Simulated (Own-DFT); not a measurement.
# What a defect does to the pressure of its cell: zincblende GaAs

No measurement is shown. These are fixed-geometry runs of a retired plane-wave code named Own-DFT, which no person has reviewed; spin and spin-orbit coupling are neglected.

Common settings: PBE; PseudoDojo norm-conserving scalar-relativistic files; cutoff 42 hartree; 3 x 3 x 3 k mesh centred on Gamma; Fermi-Dirac smearing of 0.1 eV.

Limits (not all hold for every row): not probed for a lower state with spin; forces not confirmed at this smearing and k mesh; stress not checked against mesh or cutoff.

All runs share one cell, with vectors in Å (10.862, 0.000, 0.000); (0.000, 10.862, 0.000); (0.000, 0.000, 11.796) and a volume of 1391.7 Å³, strained against the parent crystal. The atoms are randomly displaced, by u rms on each axis. The defect's site can differ from row to row.

```
cell,formula,u (Å),P (GPa)
no defect,As32Ga32,0.0301,6.62
no defect,As32Ga32,0.0302,6.67
no defect,As32Ga32,0.0515,7.15
one P on an As site,As31Ga32P,0.0279,6.36
one P on an As site,As31Ga32P,0.0291,6.37
one P on an As site,As31Ga32P,0.0526,6.91
one In on a Ga site,As32Ga31In,0.0288,?
one In on a Ga site,As32Ga31In,0.0297,7.41
one In on a Ga site,As32Ga31In,0.0298,7.41
one In on a Ga site,As32Ga31In,0.0303,7.41
one As vacancy and one Ga vacancy,As31Ga31,0.0289,5.87
one As vacancy and one Ga vacancy,As31Ga31,0.0309,5.89
one As vacancy and one Ga vacancy,As31Ga31,0.0493,6.27
one Al on a Ga site,AlAs32Ga31,0.0296,6.64
one Al on a Ga site,AlAs32Ga31,0.0314,6.70
one Al on a Ga site,AlAs32Ga31,0.0501,7.10
```

## Working it out

P = P0 + c u² + a shift for each defect gives P0 = 6.41 GPa, c = 275 ± 6 GPa/Å² and a scatter of 0.02 GPa. The shifts, and each times the cell's volume:

- one In on a Ga site: 0.75 ± 0.01 GPa, 6.6 eV
- one Al on a Ga site: 0.01 ± 0.01 GPa, 0.1 eV (not resolved)
- one P on an As site: -0.26 ± 0.01 GPa, -2.3 eV
- one As vacancy and one Ga vacancy: -0.78 ± 0.01 GPa, -6.8 eV

Against the defect-free cell, a freed cell would be larger where the shift is positive and smaller where it is negative (160.2 GPa Å³ is 1 eV). The atoms around the defects weren't relaxed, which would change these numbers.

## Withheld run

The question: what pressure belongs in the blank (one In on a Ga site, u = 0.0288 Å)?

Estimate: 7.39 ± 0.02 GPa. The hidden result is 7.36 GPa.
